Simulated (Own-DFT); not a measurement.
# Computed records: GaP (zincblende, atoms displaced)

A calculation, not a measurement: plane-wave PBE density functional theory by an unreviewed code, no spin, of a simulated periodic cell, stress positive in tension, free energy of the whole cell less one offset for each atom, forces on such cells passed a denser k mesh, this cell's mesh not checked; offsets are fitted by least squares, one for each functional and potential file, so energies compare only between cells with the same atoms and settings and are not formation energies; the far tail of each file's local potential was reset to the Coulomb form; each entry is a single point on an unrelaxed cell, so the pressure reflects the starting lattice, mostly measured values (interpolated for alloys), from which strain is counted, and rises with the displacements; printed positions are rounded, which can move forces by about a meV/angstrom; the program, named Own-DFT, is a retired in-house code; no spin-orbit coupling. Program: Own-DFT development build.

```json
{"formula": "GaP", "kind": "zincblende, atoms displaced", "structure": {"cell_angstrom": [[16.3515, 0.0, 0.0], [0.0, 10.901, 0.0], [0.0, 0.0, 10.901]], "atoms_fractional": [["Ga", 0.01108, 0.00086, 0.00396], ["Ga", 0.00634, 0.23642, 0.24467], ["Ga", 0.16103, 0.00507, 0.26218], ["Ga", 0.1754, 0.24857, 0.00384], ["P", 0.07728, 0.12528, 0.12367], ["P", 0.08308, 0.37529, 0.37413], ["P", 0.25332, 0.12927, 0.36898], ["P", 0.24716, 0.38689, 0.11768], ["Ga", 0.9917, 0.99609, 0.49376], ["Ga", 0.00259, 0.24812, 0.75641], ["Ga", 0.16313, 0.98851, 0.7592], ["Ga", 0.16328, 0.24274, 0.50807], ["P", 0.0835, 0.12314, 0.61944], ["P", 0.08079, 0.37953, 0.86629], ["P", 0.24954, 0.13024, 0.87755], ["P", 0.25583, 0.38353, 0.63789], ["Ga", 0.00254, 0.50414, 0.98807], ["Ga", 0.99289, 0.7545, 0.25932], ["Ga", 0.15901, 0.50444, 0.26348], ["Ga", 0.16741, 0.74083, 0.98934], ["P", 0.08359, 0.62639, 0.11636], ["P", 0.08105, 0.87191, 0.37051], ["P", 0.24959, 0.63535, 0.37173], ["P", 0.25401, 0.87431, 0.13401], ["Ga", 0.99723, 0.51133, 0.49343], ["Ga", 0.99083, 0.75448, 0.74016], ["Ga", 0.1654, 0.51062, 0.76609], ["Ga", 0.16244, 0.76465, 0.49346], ["P", 0.09074, 0.60096, 0.62553], ["P", 0.08341, 0.87636, 0.88566], ["P", 0.23691, 0.62203, 0.86946], ["P", 0.24836, 0.86451, 0.62192], ["Ga", 0.33632, 0.99375, 0.98522], ["Ga", 0.33509, 0.24339, 0.23274], ["Ga", 0.49518, 0.99723, 0.24973], ["Ga", 0.51112, 0.2592, 0.99461], ["P", 0.4048, 0.12426, 0.14357], ["P", 0.422, 0.38174, 0.3769], ["P", 0.59483, 0.13484, 0.38479], ["P", 0.57223, 0.38614, 0.11843], ["Ga", 0.32447, 0.01375, 0.50306], ["Ga", 0.32363, 0.24185, 0.73945], ["Ga", 0.49682, 0.99613, 0.76206], ["Ga", 0.49309, 0.25313, 0.48419], ["P", 0.41973, 0.12144, 0.6241], ["P", 0.42768, 0.38392, 0.86884], ["P", 0.58662, 0.12808, 0.86396], ["P", 0.58436, 0.37122, 0.63274], ["Ga", 0.32797, 0.50068, 0.99672], ["Ga", 0.33254, 0.75637, 0.25842], ["Ga", 0.50153, 0.4994, 0.24106], ["Ga", 0.49079, 0.75169, 0.9894], ["P", 0.41713, 0.62459, 0.1236], ["P", 0.41227, 0.87232, 0.37808], ["P", 0.58465, 0.62718, 0.3722], ["P", 0.5796, 0.8739, 0.13174], ["Ga", 0.33848, 0.50873, 0.50312], ["Ga", 0.33826, 0.73679, 0.73878], ["Ga", 0.48304, 0.49415, 0.74236], ["Ga", 0.50173, 0.74575, 0.50277], ["P", 0.42048, 0.65803, 0.62585], ["P", 0.41566, 0.86718, 0.89009], ["P", 0.57729, 0.624, 0.87252], ["P", 0.58332, 0.86344, 0.62447], ["Ga", 0.65618, 0.01199, 0.99284], ["Ga", 0.66249, 0.2365, 0.2475], ["Ga", 0.83155, 0.9966, 0.25555], ["Ga", 0.82985, 0.24119, 0.9995], ["P", 0.75432, 0.12224, 0.11815], ["P", 0.75755, 0.37168, 0.3695], ["P", 0.91458, 0.12442, 0.38186], ["P", 0.91093, 0.36832, 0.12582], ["Ga", 0.67105, 0.99785, 0.49157], ["Ga", 0.65837, 0.25972, 0.76764], ["Ga", 0.83418, 0.01608, 0.7382], ["Ga", 0.83515, 0.25847, 0.49435], ["P", 0.75493, 0.11771, 0.62512], ["P", 0.74963, 0.38649, 0.88029], ["P", 0.9151, 0.12446, 0.87228], ["P", 0.90674, 0.39327, 0.64408], ["Ga", 0.66972, 0.49828, 2e-05], ["Ga", 0.66511, 0.75204, 0.26564], ["Ga", 0.83606, 0.49191, 0.25255], ["Ga", 0.83948, 0.74744, 0.0005], ["P", 0.74056, 0.62133, 0.11508], ["P", 0.74722, 0.87734, 0.37543], ["P", 0.91892, 0.6176, 0.37357], ["P", 0.91092, 0.87193, 0.13345], ["Ga", 0.67123, 0.50975, 0.49707], ["Ga", 0.66696, 0.73761, 0.73812], ["Ga", 0.82821, 0.49264, 0.75844], ["Ga", 0.83498, 0.73973, 0.49494], ["P", 0.74547, 0.61357, 0.63145], ["P", 0.75989, 0.84886, 0.8745], ["P", 0.90694, 0.61732, 0.88385], ["P", 0.92407, 0.87719, 0.61815]]}, "settings": {"functional": "PBE", "potential_files": "PseudoDojo norm-conserving, scalar-relativistic, standard set", "wave_cutoff [hartree]": 42.0, "occupations": "Fermi-Dirac", "smearing_width [eV]": 0.1, "k_mesh": "2 x 3 x 3 centred on Gamma"}, "results": {"free_energy_of_cell_above_offsets [eV]": "-36.205", "pressure [GPa]": 5.42, "stress_xx [GPa]": -5.22, "stress_yy [GPa]": -5.43, "stress_zz [GPa]": -5.62, "stress_yz [GPa]": 0.22, "stress_xz [GPa]": 0.69, "stress_xy [GPa]": 0.79, "force_element": ["Ga", "Ga", "Ga", "Ga", "P", "P", "P", "P", "Ga", "Ga", "Ga", "Ga", "P", "P", "P", "P", "Ga", "Ga", "Ga", "Ga", "P", "P", "P", "P", "Ga", "Ga", "Ga", "Ga", "P", "P", "P", "P", "Ga", "Ga", "Ga", "Ga", "P", "P", "P", "P", "Ga", "Ga", "Ga", "Ga", "P", "P", "P", "P", "Ga", "Ga", "Ga", "Ga", "P", "P", "P", "P", "Ga", "Ga", "Ga", "Ga", "P", "P", "P", "P", "Ga", "Ga", "Ga", "Ga", "P", "P", "P", "P", "Ga", "Ga", "Ga", "Ga", "P", "P", "P", "P", "Ga", "Ga", "Ga", "Ga", "P", "P", "P", "P", "Ga", "Ga", "Ga", "Ga", "P", "P", "P", "P"], "force_x [eV/angstrom]": [-2.905, -2.229, 0.836, -1.795, 3.186, -0.851, -1.303, -0.12, 1.972, -0.84, 0.715, 1.462, -1.01, 0.992, 0.156, -1.362, -0.685, 0.673, 1.001, -0.186, -0.686, -0.808, -0.418, -1.284, 0.795, 1.61, -1.25, 0.276, -1.427, -0.512, 5.102, 0.219, -1.638, -3.134, 0.471, -1.91, 4.38, -1.764, -2.567, 3.406, 1.02, 2.199, 0.214, 1.971, -0.547, -3.97, -2.087, -1.065, 1.325, 0.626, -0.908, 3.21, -1.086, 0.826, -0.944, 0.034, -0.473, -3.804, 3.316, 1.085, 1.053, -1.342, 0.226, 0.376, 1.912, 1.277, -0.02, 0.723, -1.716, -2.293, 0.215, 1.683, -0.699, 2.547, 1.2, 0.148, -2.287, -0.567, 0.935, 3.003, -2.355, 0.3, -0.588, -0.883, 1.969, 1.361, -1.169, 1.117, -0.69, -0.581, -0.929, -0.52, 1.984, -1.88, 1.611, -2.627], "force_y [eV/angstrom]": [-0.551, 2.168, -0.254, 0.749, -0.166, -1.123, 0.827, -0.855, 0.605, 0.239, 0.873, 1.629, -1.145, -1.059, -1.611, 0.562, -0.702, -0.693, 0.69, 1.857, 0.002, 0.979, -1.034, 0.574, -2.04, -1.977, -3.635, -2.21, 3.162, -1.402, 1.896, 1.519, 1.355, 4.711, 0.257, -1.262, -3.258, 0.675, -1.292, -1.343, -1.573, 0.172, -0.65, -0.913, 0.196, -2.997, -0.909, 0.996, 0.45, -0.834, 1.287, -2.28, 0.408, 0.943, -1.023, 0.212, 0.357, 2.536, 2.85, 1.622, -5.435, 1.306, -0.3, 1.917, -2.361, 2.022, 0.622, 1.39, -0.851, 0.191, 0.375, -0.1, 0.117, 0.96, -3.106, -0.216, 2.458, -2.719, -0.286, -2.776, 0.327, 0.022, 0.885, -0.381, 1.452, -1.069, 1.044, 0.634, -2.008, 0.768, 2.265, 0.523, 0.613, 2.95, 0.401, -0.2], "force_z [eV/angstrom]": [-0.331, 1.485, -1.376, -0.024, -0.232, 0.805, 0.432, 1.836, -0.263, -1.13, -1.064, -0.895, 1.235, 1.332, -0.642, -1.382, 1.234, -1.461, -1.477, 2.33, 1.17, 0.316, 0.925, -1.537, 1.873, 1.612, -2.522, 0.855, -1.287, -1.177, 1.193, 0.916, 2.514, 2.958, 0.832, -0.307, -4.732, -1.437, -0.043, 0.433, 0.299, 0.788, -1.172, 2.179, 0.027, 2.572, 1.172, -1.68, -0.675, -1.219, 1.361, 2.715, 0.121, 1.165, 0.6, -1.03, 0.057, 3.385, -2.319, -2.281, -1.318, -3.848, -0.444, 0.102, 1.304, -1.509, -0.333, -0.599, 0.826, 0.122, -1.262, -0.604, 2.158, -1.869, 1.914, 1.924, -1.499, 0.504, 0.694, -3.15, -0.396, -2.256, -1.292, 1.619, 2.558, 0.055, -0.86, -0.6, -0.437, 1.962, 0.537, 0.943, -0.884, -1.626, -1.548, 0.083]}}
```
